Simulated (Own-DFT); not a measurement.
# A pressure from energies alone: corundum Al2O3, 78 atoms (Al32O46), with two O vacancies

All values are computed. Each geometry was run twice at fixed positions with Own-DFT, a retired in-house plane-wave program that no person has reviewed: with PBE, and with HSE06 (exact exchange share 0.25 at short range, screening 0.11 per bohr, Gygi-Baldereschi treatment of its divergence). Both used PseudoDojo norm-conserving files made for PBE, a cutoff of 48 hartree, the Gamma point alone, fixed occupations, a neutral cell and no spin. One k point on a cell 7.9 Å thick isn't converged, and results move with the size of the cell. The oxygen file's force components were 24 meV/Å off all-electron values in a glass.

Unstrained cell vectors in Å: (5.494, 0.000, 8.660); (-2.747, 4.758, 8.660); (-2.747, -4.758, 8.660), volume V0 = 679.1 Å³, from measured lattice constants. Each geometry has its own random strain of a few per cent, its own defect sites and random moves of rms u per axis. HSE06 gave the energy alone. D is its energy less that of PBE, over the lowest D shown. The PBE stress wasn't checked against mesh or cutoff.

```
run  V - V0 (Å³)   u (Å)  P with PBE (GPa)  D (eV)
  1         28.4  0.0470             -1.15   2.057
  2         -9.0  0.0501             12.98   0.555
  3         14.4  0.0280              2.04   1.304
  4          9.4  0.0506              5.70   1.343
  5        -20.8  0.0310             15.43   0.000
  6         -6.4  0.0299              9.45   0.560
  7         11.2  0.0306              3.53   1.249
  8         -2.4  0.0296              8.68   0.686
  9         12.4  0.0312              2.94   1.286
 10        -21.5  0.0489             17.69   0.065
 11         11.1  0.0534              5.51   1.358
 12         -2.3  0.0315              8.33   0.695
 13         10.3  0.0277              3.65       ?
```

## Analysis

D = 0.71 + 0.0395 (V - V0) + 87 u² eV, with an error of 0.0006 on the volume slope, 11 on the last term and a scatter of 0.03 eV. Pressure is -dE/dV, and 1 eV/Å³ is 160.2 GPa, so HSE06 changes the pressure by -6.3 ± 0.1 GPa. With the ions held to the strained lattice, the PBE pressure falls by 254 ± 4 GPa per unit of volume strain; the shape of the strain isn't fitted, so the true error is larger, and a relaxed crystal would be softer. On that slope HSE06's volume at a given pressure is about 2.5 % smaller, or 0.8 % in lengths. At u = 0 and V0 the PBE pressure is 6.4 GPa, which puts the zero-pressure volume, against the measured cell and with the defects in, at +2.5 % for PBE and +0.0 % for HSE06, each good to a few tenths of a per cent.

## The run left out

Question: what D should run 13 give?

The fit gives 1.19 eV, with rows scattering by 0.03. The hidden result is 1.185 eV.
